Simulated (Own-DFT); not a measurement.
# Energy and forces against displacement in 2H SiC, 32 atoms (C16Si16)

Calculated results; nothing here was measured. The program, named Own-DFT, is a retired in-house plane-wave density functional code that no person has reviewed. Each row is one single-point run on a periodic cell that was not relaxed, without spin or spin-orbit coupling.

Settings of every run: PBE; PseudoDojo norm-conserving scalar-relativistic files; cutoff 42 hartree; 5 x 5 x 3 k mesh centred on Gamma; Fermi-Dirac smearing of 0.1 eV.

Known limits: forces on such cells passed a denser k mesh, each cell not checked; stress not checked against mesh or cutoff.

Cell vectors in Å: (6.165, 0.000, 0.000); (-3.083, 5.339, 0.000); (0.000, 0.000, 10.068). In each run every atom was moved at random and independently from its ideal site; u is the rms move along one axis. E is the free energy for each atom above the fitted value at u = 0, and F the rms of the force components.

| run | u (Å) | E (meV/atom) | F (eV/Å) | largest force (eV/Å) | P (GPa) |
|---|---|---|---|---|---|
| 1 | 0.0285 | 31.3 | 0.827 | 2.83 | 3.89 |
| 2 | 0.0313 | 33.7 | 0.872 | 2.84 | 3.94 |
| 3 | 0.0540 | ? | ? | ? | ? |
| 4 | 0.0591 | 117.3 | 1.707 | 5.89 | 5.53 |
| 5 | 0.0936 | 309.8 | 2.812 | 9.02 | 10.43 |
| 6 | 0.1084 | 449.8 | 3.730 | 12.32 | 13.73 |

## Worked fit

For small independent moves the energy grows as E = (3/2) K u², with K the mean stiffness felt by one atom. The runs with u up to 0.11 Å give K = 24.0 ± 1.0 eV/Å², with residuals divided by u² + 0.0006 Å², since the noise grows with the moves. The scatter is 6.3 meV/atom at u = 0.05 Å. The forces follow F = G u with G = 30.1 eV/Å²; no force at u = 0 is resolved. G exceeds K because the moves of its neighbours add to the force on an atom, and stiffness differs between atoms. The pressure follows P = 2.89 + 895 u² GPa: at fixed volume, shortened bonds push harder than stretched ones pull.

## Withheld run

Question: what energy and rms force should run 3 give?

The fit gives 105 ± 8 meV/atom and about 1.62 eV/Å. The calculation gave 109.6 meV/atom and 1.664 eV/Å.
